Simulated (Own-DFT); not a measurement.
GaP (zincblende, atoms displaced), SiC (4H silicon carbide, strained, atoms displaced), GaP (zincblende, strained, atoms displaced), SiC (2H silicon carbide, atoms displaced) (calculated)

Computed with Own-DFT development build. A calculation, not a measurement: plane-wave PBE density functional theory by an unreviewed code, no spin, of a simulated periodic cell, stress positive in tension, free energy of the whole cell less one offset for each atom, forces on such cells passed a denser k mesh, this cell's mesh not checked; offsets are fitted by least squares, one for each functional and potential file, so energies compare only between cells with the same atoms and settings and are not formation energies; the far tail of each file's local potential was reset to the Coulomb form; each entry is a single point on an unrelaxed cell, so the pressure reflects the starting lattice, mostly measured values (interpolated for alloys), from which strain is counted, and rises with the displacements; printed positions are rounded, which can move forces by about a meV/angstrom; the program, named Own-DFT, is a retired in-house code; no spin-orbit coupling.

Common to all runs: functional PBE; potential files PseudoDojo norm-conserving, scalar-relativistic, standard set; wave cutoff 42 hartree; occupations Fermi-Dirac; smearing width 0.1 eV; hardware one NVIDIA H100.

(1) 
```xyz
64
Lattice="10.9010 0.0000 0.0000 0.0000 10.9010 0.0000 0.0000 0.0000 10.9010" Properties=species:S:1:pos:R:3:force_x:R:1:force_y:R:1:force_z:R:1 formula=GaP k_mesh=3_x_3_x_3_centred_on_Gamma free_energy_of_cell_above_offsets=-24.145 pressure=5.28 stress_xx=-5.48 stress_yy=-4.98 stress_zz=-5.36 stress_yz=1.53 stress_xz=-0.09 stress_xy=-0.04 wall_time=590.5
Ga     0.0715    10.8463     0.0870     -0.012      0.021     -2.193
Ga     0.1328     2.8535     2.7463     -1.982     -1.485     -1.883
Ga     2.6934    10.8396     2.8930      0.626      1.773      -1.04
Ga     2.6832     2.7291    10.8223      1.078     -1.376      1.702
P      1.3301     1.2740     1.2810      1.219      1.674      1.879
P      1.4326     4.0795     3.9644      1.043      1.455      1.396
P      4.2174     1.3725     4.0912     -2.834      1.876     -2.188
P      4.0847     4.0975     1.2522     -0.536     -0.717      1.045
Ga    10.8826     0.0044     5.3048     -0.213      0.463      0.623
Ga    10.8144     2.7292     8.2811      1.695     -1.353      0.897
Ga     2.7698    10.7032     8.2434      1.969      3.281     -2.626
Ga     2.7097     2.7957     5.4230     -1.408     -2.254     -0.777
P      1.2395     1.2834     6.8544      1.416      0.583     -0.271
P      1.5085     4.0681     9.6064      -1.88      1.205     -2.056
P      4.1412     1.2944     9.6764     -2.626      1.347     -2.499
P      4.1381     3.8549     6.6401      1.133      2.705      2.459
Ga    10.8468     5.3952    10.7957      2.418      1.722     -1.191
Ga     0.0761     8.1431     2.8337     -0.446      0.906     -0.546
Ga     2.7154     5.5307     2.5979     -0.036      0.611     -0.428
Ga     2.8563     8.3822    10.8449     -1.289     -1.562      0.168
P      1.1552     6.9747     1.2332      2.244     -0.842     -0.334
P      1.5091     9.5026     4.1696     -1.743      -0.81      0.672
P      4.2873     6.8440     3.8724     -2.016     -0.955      2.321
P      3.9336     9.6695     1.3845      2.093      0.151     -0.245
Ga     0.0420     5.4049     5.4087     -0.574     -0.687     -0.141
Ga     0.0593     8.1126     8.2770      0.347      1.681     -1.535
Ga     2.7007     5.5014     8.0429      1.649     -1.173      1.142
Ga     2.6836     8.1159     5.6372      1.864      0.301     -1.528
P      1.3546     6.7469     6.7647     -1.097      0.344      0.469
P      1.5074     9.6195     9.4420     -3.034     -2.378      2.455
P      4.2153     6.8493     9.6820     -1.002     -0.177     -1.562
P      4.1854     9.4904     6.8406     -0.275      0.832     -0.821
Ga     5.4623     0.0046    10.6601       0.36     -0.618      3.743
Ga     5.5111     2.5464     2.4295     -3.455      4.052      4.243
Ga     8.3483     0.0216     2.7108      -1.38      0.113     -0.559
Ga     8.2479     2.7939     0.0211      1.807      -1.92      1.271
P      6.6711     1.4356     1.2852      4.924      -3.86     -3.209
P      6.9349     4.0553     4.1217     -2.555      0.742     -1.162
P      9.4764     1.4773     4.0636      1.086      0.241     -0.214
P      9.6158     4.3716     1.2278     -2.086     -3.269      2.772
Ga     5.3962     0.2995     5.4409      1.729      -3.34      1.146
Ga     5.3937     2.6921     8.3551       0.65     -0.406     -1.452
Ga     8.1554    10.8888     8.1821     -1.116      1.265     -0.049
Ga     8.1041     2.8342     5.4420      1.838     -1.216      1.381
P      6.8976     1.3425     6.7405     -0.628      0.903       1.48
P      6.9416     3.8861     9.6245     -2.118      2.751     -1.718
P      9.5617     1.1533     9.4755      0.295       1.83      1.763
P      9.6509     3.9616     6.9316     -1.822       2.19     -1.813
Ga     5.4602     5.3980     0.0363      1.524      0.299     -0.033
Ga     5.4124     8.2859     2.6356      0.027      0.667     -1.024
Ga     8.1224     5.4175     2.7981      0.326      0.904     -1.341
Ga     8.1820     8.3804    10.7517       0.86     -1.959      1.568
P      6.7986     6.9356     1.3956      0.729     -0.722      -1.02
P      6.7312     9.6013     3.8963      1.027      0.601      1.928
P      9.5998     6.7231     3.9816     -0.656      0.806      1.852
P      9.6002     9.6072     1.2520     -0.478     -1.306      1.748
Ga     5.4848     5.5175     5.5250      0.035     -0.404     -0.971
Ga     5.4463     8.2020     8.2124       0.57     -0.195      0.735
Ga     7.9639     5.4125     8.0931      2.511     -1.233      1.472
Ga     8.0711     8.1796     5.5405      1.469      1.467     -1.741
P      6.8889     6.8811     6.9006     -1.974      -0.09     -0.421
P      6.8551     9.6673     9.5597     -0.539     -1.252     -1.708
P      9.6685     6.8805     9.5419     -2.522      -0.73     -0.292
P      9.4583     9.8009     6.8726      1.773     -3.474     -1.741
```

Units: free_energy_of_cell_above_offsets in eV; pressure, stress_xx, stress_yy, stress_zz, stress_yz, stress_xz, stress_xy in GPa; wall_time in s; force_x, force_y, force_z in eV/Å.

(2) 
```xyz
72
Lattice="9.1218 0.0170 -0.0513 -4.5462 8.0572 -0.1254 -0.0558 -0.1899 9.9911" Properties=species:S:1:pos:R:3:force_x:R:1:force_y:R:1:force_z:R:1 formula=SiC k_mesh=4_x_4_x_3_centred_on_Gamma free_energy_of_cell_above_offsets=-3.846 pressure=9.2 stress_xx=-12.28 stress_yy=-2.98 stress_zz=-12.35 stress_yz=-5.86 stress_xz=-2.37 stress_xy=1.22 wall_time=355.2
Si     0.0028    -0.0276     4.1214     -0.598     -0.481     -2.708
Si    -0.0133     1.8594     1.5159     -0.453     -3.114      0.316
C      4.5180     8.0080     0.7808      1.173      1.651     -1.974
C     -0.0300     1.6942     3.3393     -0.611      1.385      2.389
Si     7.4613     2.6756     3.9849      3.828      0.049     -0.395
Si    -1.4657     4.4615     1.4569     -1.248     -0.467     -0.212
C      7.5879     2.6240     0.7860     -0.037      1.348       1.72
C     -1.4607     4.5191     3.3271     -3.032     -3.209     -0.462
Si     6.0541     5.2222     3.8642      0.148      3.259      0.345
Si    -3.0855     7.0780     1.4352      0.587      1.127      0.191
C     -3.0118     5.3390     0.8346     -0.342     -0.193     -0.321
C     -3.1495     7.0894     3.2645      2.128     -0.421      1.455
Si     3.0899     0.0047     4.0071     -2.585     -1.186     -0.858
Si     2.9548     1.7637     1.4861      1.602      -0.31      0.586
C     -1.4797     7.9993     0.7879     -1.342      0.524      0.433
C      3.0040     1.7539     3.3555      0.161      0.237      1.217
Si     1.4222     2.6695     4.1169      0.479     -3.674     -2.216
Si     1.4807     4.4233     1.4202      1.095       0.79      1.807
C      1.4798     2.6744     0.8934      0.655      0.099     -1.798
C      1.4476     4.2700     3.4835      0.576      5.267     -2.405
Si    -0.1504     5.3930     4.0527      3.748     -2.546     -2.915
Si     0.0688     7.1397     1.3327     -1.959     -1.429      2.131
C     -0.0030     5.3205     0.7220      0.435      0.819      2.699
C     -0.0780     6.9622     3.3448      1.863      4.665     -2.674
Si     6.0242    -0.0332     4.0083      0.567     -1.047     -1.285
Si     6.0712     1.7170     1.3959     -0.075          1      1.593
C      1.5325     7.9978     0.7812      0.921      0.676     -0.356
C      6.0893     1.7742     3.3209     -2.191     -1.066       0.01
Si     4.5407     2.6399     4.0315     -0.351     -0.416     -1.403
Si     4.5604     4.4727     1.4464      0.464     -0.375     -1.076
C      4.5512     2.6692     0.8775     -0.693      0.236      0.594
C      4.5346     4.3992     3.2520      0.744      -0.94      1.856
Si     3.1084     5.2753     3.9233     -2.897      1.304     -0.066
Si     3.0583     7.1227     1.3814     -0.002      1.212      1.986
C      3.0882     5.4328     0.8196     -0.929     -2.683     -0.844
C      3.0487     7.1469     3.3049     -0.703     -1.104     -0.167
Si     4.4686     7.8577     8.8123      1.536      1.958      2.086
Si     4.5067     6.1425     6.4198      1.909      1.314     -0.717
C     -4.5093     7.9153     5.7798     -0.901      0.376      2.305
C      4.6450     6.1418     8.2833     -4.752      0.521     -1.767
Si    -3.1382     5.3038     8.9249       4.43     -3.969      1.806
Si     6.0900     3.4759     6.4301      0.915      1.694      2.424
C     -3.0510     5.3558     5.8310     -1.062     -2.703     -0.789
C      6.0784     3.3970     8.4104     -0.775      2.038      -1.48
Si    -1.5233     2.5485     9.0499     -0.808     -0.616     -1.448
Si     7.5652     0.6956     6.5024      0.608      1.926     -0.755
C     -1.5272     2.6001     5.9412     -0.337     -1.359     -1.462
C      7.6093     0.8076     8.3505     -1.235     -1.386      0.274
Si     1.5241     7.8851     8.9115      0.098      1.119     -0.363
Si     1.4621     6.1861     6.4367     -0.155      0.389     -0.556
C      6.0278    -0.0606     5.8182     -0.123     -0.586      1.913
C      1.4888     6.1685     8.3467      0.354     -1.882      -1.11
Si     3.0960     5.1729     8.8811     -1.646       1.33      1.111
Si     3.0709     3.4954     6.4723     -1.345      0.134      0.237
C      3.0367     5.3268     5.8184      -1.04     -1.619      0.078
C      2.9717     3.4217     8.3487      1.181      0.035      0.028
Si     4.5597     2.5788     9.0669     -0.479     -1.295     -1.753
Si     4.4927     0.8158     6.4806      1.877      0.123      2.291
C      4.6060     2.6217     5.9658     -1.601     -0.569     -2.407
C      4.5705     0.7405     8.5124     -1.235      0.613     -1.952
Si     2.9650    -0.1331     9.0748      1.157     -0.427     -1.068
Si    -1.5590     6.1352     6.4445      0.119      2.159     -0.829
C      3.0453     0.0071     5.8485     -1.221     -1.674      1.011
C     -1.5922     6.1181     8.2386      0.352      0.608      2.116
Si    -0.1058     5.2143     8.9619      0.942      0.065     -2.601
Si     0.0197     3.4244     6.4283     -1.966      2.109      2.049
C     -0.0962     5.3461     5.7383      1.639     -1.707      5.046
C     -0.0759     3.4178     8.4168      1.325      0.966     -1.866
Si     1.4624     2.5269     8.9540     -0.304      0.267      1.018
Si     1.5293     0.8018     6.5938     -0.378     -0.924     -1.893
C      1.4463     2.5225     5.9183      2.415      0.818      0.242
C      1.4954     0.7737     8.3817     -0.621     -0.838      1.587
```

Units: free_energy_of_cell_above_offsets in eV; pressure, stress_xx, stress_yy, stress_zz, stress_yz, stress_xz, stress_xy in GPa; wall_time in s; force_x, force_y, force_z in eV/Å.

(3) 
```xyz
64
Lattice="10.8620 0.0000 0.0000 0.0000 10.8620 0.0000 0.0000 0.0000 10.9439" Properties=species:S:1:pos:R:3:force_x:R:1:force_y:R:1:force_z:R:1 formula=GaP k_mesh=3_x_3_x_3_centred_on_Gamma free_energy_of_cell_above_offsets=-35.090 pressure=3.12 stress_xx=-3.28 stress_yy=-3.3 stress_zz=-2.77 stress_yz=0.13 stress_xz=0.14 stress_xy=0.28 wall_time=513.5
Ga    10.8474     0.0711    10.9324      0.195     -0.891      0.669
Ga    10.8425     2.6635     2.7270      0.164      0.723       0.13
Ga     2.6847     0.0397     2.7536      0.304     -0.265     -0.222
Ga     2.6965     2.7137     0.0046      0.168      0.486     -0.228
P      1.3671     1.3953     1.3621     -0.153     -0.424       0.09
P      1.3903     4.1007     4.1042     -0.695     -0.139     -0.598
P      4.0733     1.3871     4.0742     -0.349     -0.134      0.608
P      4.0930     4.0701     1.4083     -0.501     -0.015     -0.342
Ga     0.0038     0.0254     5.4310     -0.094     -0.223      0.555
Ga     0.0105     2.7116     8.1929      -0.61     -0.005     -0.272
Ga     2.7189    10.8264     8.1808     -0.268      0.029      0.183
Ga     2.6536     2.7560     5.4362      0.707     -0.335      0.445
P      1.3437     1.3941     6.8362      0.313     -0.472     -0.223
P      1.3124     4.0520     9.5211       0.57      0.565      0.764
P      4.0407     1.3369     9.6027      0.253       0.03     -0.323
P      4.0612     4.0803     6.8565     -0.079     -0.188     -0.121
Ga     0.0313     5.4871     0.0248     -0.519     -0.771     -0.807
Ga     0.0119     8.1572     2.6765      -0.05     -0.077      0.707
Ga     2.7059     5.4553     2.7247      0.366     -0.234      0.242
Ga     2.7443     8.1195     0.0163     -0.557      0.776      0.526
P      1.3352     6.7330     1.3831      0.615      0.913     -0.069
P      1.3813     9.5124     4.1095     -0.289     -0.087      -0.23
P      4.0851     6.7875     4.1021     -0.378     -0.335      0.499
P      4.1139     9.5214     1.4271     -0.509      0.036     -0.454
Ga    10.8483     5.4141     5.4202      0.108      0.235       0.86
Ga     0.0319     8.1361     8.2227     -0.518       0.05     -0.021
Ga     2.7488     5.4421     8.2308     -0.345       0.13     -0.005
Ga     2.7417     8.1811     5.4859     -0.187     -0.387     -0.117
P      1.3720     6.8388     6.8818      0.129     -0.736     -0.687
P      1.2904     9.4848     9.5996      0.866      0.285      0.229
P      4.0552     6.8435     9.6145      0.575      -0.92     -0.236
P      4.1146     9.5038     6.7965     -0.165      0.257      0.402
Ga     5.4670     0.0247     0.0074     -0.536     -0.011      0.314
Ga     5.4132     2.7195     2.7670      0.405     -0.056     -0.274
Ga     8.1858    10.8468     2.7281     -0.439      0.295      0.259
Ga     8.1555     2.7153     0.0092      0.072     -0.138     -0.227
P      6.7972     1.3538     1.3833      0.129      0.271      0.146
P      6.7428     4.0805     4.1266      0.401      0.096     -0.294
P      9.4859     1.3785     4.1135      0.023     -0.261     -0.191
P      9.5345     4.0687     1.3299     -0.097       0.05      0.414
Ga     5.4337     0.0179     5.4480      0.351      0.126     -0.043
Ga     5.4242     2.6798     8.1672      -0.31      0.338      0.693
Ga     8.1249     0.0005     8.2715      0.178     -0.163      -0.53
Ga     8.1523     2.7421     5.4423     -0.387     -0.139      0.226
P      6.7924     1.3861     6.8652      0.304     -0.484     -0.486
P      6.7508     4.0843     9.6120      0.116     -0.687     -0.495
P      9.5487     1.3223     9.5683     -0.744      0.845     -0.124
P      9.4499     4.0509     6.8286      0.359      0.555      0.377
Ga     5.4306     5.3728     0.0175     -0.079       0.94      0.266
Ga     5.3838     8.1060     2.7707      0.917      0.317     -0.363
Ga     8.1324     5.4154     2.7049      0.317     -0.054      0.344
Ga     8.1067     8.1224    10.9158      0.707      0.387     -0.094
P      6.8568     6.8108     1.3514      -1.19     -0.445       0.31
P      6.8192     9.5049     4.0855      -0.37          0       0.11
P      9.5137     6.7976     4.1165          0     -0.108     -0.647
P      9.4729     9.4983     1.4101      0.444      0.052     -1.099
Ga     5.4283     5.4154     5.5218      0.141      0.516      0.051
Ga     5.4049     8.1797     8.2406      0.311     -0.169     -0.315
Ga     8.0482     5.4533     8.2464      0.652     -0.252     -0.309
Ga     8.1791     8.1627     5.4434      0.208      0.359      0.246
P      6.8498     6.8616     6.8379     -0.941     -0.324      0.126
P      6.7531     9.5233     9.6153      0.234     -0.176     -0.266
P      9.5026     6.7731     9.5504     -0.032      0.128      0.256
P      9.5301     9.5000     6.8794     -0.212      0.316     -0.336
```

Units: free_energy_of_cell_above_offsets in eV; pressure, stress_xx, stress_yy, stress_zz, stress_yz, stress_xz, stress_xy in GPa; wall_time in s; force_x, force_y, force_z in eV/Å.

(4) 
```xyz
72
Lattice="9.2481 0.0000 0.0000 -4.6241 8.0091 0.0000 0.0000 0.0000 10.0681" Properties=species:S:1:pos:R:3:force_x:R:1:force_y:R:1:force_z:R:1 formula=SiC k_mesh=4_x_4_x_3_centred_on_Gamma free_energy_of_cell_above_offsets=-3.399 pressure=6.23 stress_xx=-4.99 stress_yy=-5.72 stress_zz=-7.97 stress_yz=-0.71 stress_xz=0.71 stress_xy=1.42 wall_time=368.7
Si     4.6262     7.9673     0.0661     -0.217     -0.147     -1.623
Si     0.0613     1.8039     2.5223     -1.504     -1.066     -0.644
C      4.5927     7.9569     1.9049      0.567       1.33      0.412
C     -0.0011     1.7421     4.4312      1.433     -0.149     -0.928
Si     4.6121     7.9919     5.0111     -0.204      0.514      0.639
Si     0.0218     1.7266     7.6293     -0.829      0.908     -2.653
C      4.6301     7.9819     6.9268      0.591       0.86     -0.425
C      0.0331     1.8042     9.3977      2.459     -2.168      1.675
Si    -1.3890     2.6245     9.9380     -4.245      2.653      1.769
Si    -1.4491     4.3584     2.5817     -2.816      0.761     -0.548
C     -1.5120     2.6795     1.7810      0.548     -1.281      1.639
C     -1.5705     4.4456     4.5553      1.551     -0.025     -2.344
Si    -1.4126     2.6456     4.9697     -3.562      0.243      2.696
Si    -1.4541     4.4385     7.5200     -2.227      0.659      0.688
C      7.6670     2.7242     6.9933       1.53     -2.039     -1.262
C     -1.6033     4.4992     9.3790      1.617     -0.554      0.718
Si     6.0877     5.2906    10.0525      1.261     -0.753      0.962
Si    -3.0043     7.1548     2.4218     -4.414     -2.923      2.257
C      6.1684     5.2840     1.8978      2.084      0.832     -0.362
C     -3.1883     7.1425     4.3872      3.374     -0.945     -0.278
Si     6.1667     5.3359     5.1262     -0.405      0.619     -5.507
Si    -3.0975     7.0302     7.4818      0.042      2.403      2.168
C     -3.0914     5.4094     6.8051      1.534     -1.742       3.98
C     -3.1207     6.9711     9.4319      0.446      2.938     -0.537
Si    -1.5429     7.9938    10.0343     -0.366     -2.197     -0.962
Si     3.1533     1.6704     2.5866     -1.056       1.92     -1.283
C     -1.6148     7.9507     1.8071      3.422      1.337      0.757
C      3.0881     1.7182     4.4318     -0.501     -0.282      0.794
Si    -1.5091     7.9240     5.0762     -3.993      2.161      0.939
Si     3.0281     1.8282     7.4550      1.591     -0.772      1.687
C     -1.5458     7.9721     7.0124      0.321      0.182     -1.357
C      3.0652     1.6726     9.4900      0.461        3.2      -1.61
Si     1.6143     2.7072     0.0276     -1.005     -0.831      0.496
Si     1.4633     4.5047     2.5173      2.958     -0.447      0.788
C      1.5310     2.7440     1.9723      1.565     -1.287     -1.246
C      1.5528     4.4469     4.4136     -0.416      0.564      0.402
Si     1.5165     2.5902     5.0961      0.718      1.686     -2.093
Si     1.4645     4.4494     7.5679      2.275      0.901      0.195
C      1.4764     2.7435     6.9075      0.493     -1.706      1.002
C      1.4756     4.4620     9.4809      0.625      0.154     -0.225
Si    -0.0598     5.4115     0.0557     -0.308     -1.849     -2.063
Si    -0.0866     6.9837     2.5314       0.55      3.561      0.264
C     -0.0336     5.3428     1.8792      0.039     -0.896      0.638
C     -0.0857     7.2078     4.4481      3.225     -3.394     -1.492
Si    -0.0285     5.3576     5.1090      1.075     -0.529     -2.484
Si     0.0342     7.0443     7.5345      0.559      2.183      0.634
C      0.0104     5.3346     6.8871      0.053      0.389      1.405
C      0.0821     7.0969     9.4195     -1.945      0.245      0.271
Si     1.5311     7.8864     0.0734      1.094      2.562     -2.802
Si     6.1557     1.6729     2.4651      1.977      2.005       1.37
C      1.5390     7.9965     1.8375     -1.292     -2.214      2.298
C      6.2330     1.7139     4.4575     -0.278      0.395     -1.797
Si     1.5640     7.9458     5.0101      0.471      1.289      0.742
Si     6.1364     1.7749     7.5914      1.256      0.528       0.29
C      6.3022     0.0417     6.9384     -4.447      0.008     -1.317
C      6.1312     1.9164     9.4938      2.296     -3.283     -1.235
Si     4.6503     2.6766    10.0647     -1.617      0.434      0.673
Si     4.7120     4.4464     2.5254     -1.122     -0.615      0.291
C      4.6931     2.5837     1.9427     -1.819      1.244     -0.719
C      4.7154     4.4947     4.3739     -1.594     -1.524      1.303
Si     4.6068     2.5896     5.0359      1.713      1.349     -1.789
Si     4.6794     4.5843     7.4082     -1.609     -2.929       1.99
C      4.7294     2.5863     6.8177     -2.938      2.016      2.219
C      4.5816     4.4888     9.4173     -0.237     -1.473     -0.947
Si     3.0858     5.3491    10.0585     -0.362      -0.22      0.001
Si     2.9949     7.0546     2.4935      2.198      2.177      0.887
C      3.2038     5.4297     1.8890     -2.047     -3.464      -0.74
C      3.1352     7.0847     4.4002      -1.77      1.677     -1.026
Si     3.1596     5.4421     5.0248     -0.811     -3.744       0.02
Si     3.0645     7.2397     7.5133      2.198      -3.61      1.755
C      3.0807     5.3718     6.9042     -0.576      0.403      0.189
C      3.0609     7.0641     9.4094      0.362      1.766      0.401
```

Units: free_energy_of_cell_above_offsets in eV; pressure, stress_xx, stress_yy, stress_zz, stress_yz, stress_xz, stress_xy in GPa; wall_time in s; force_x, force_y, force_z in eV/Å.
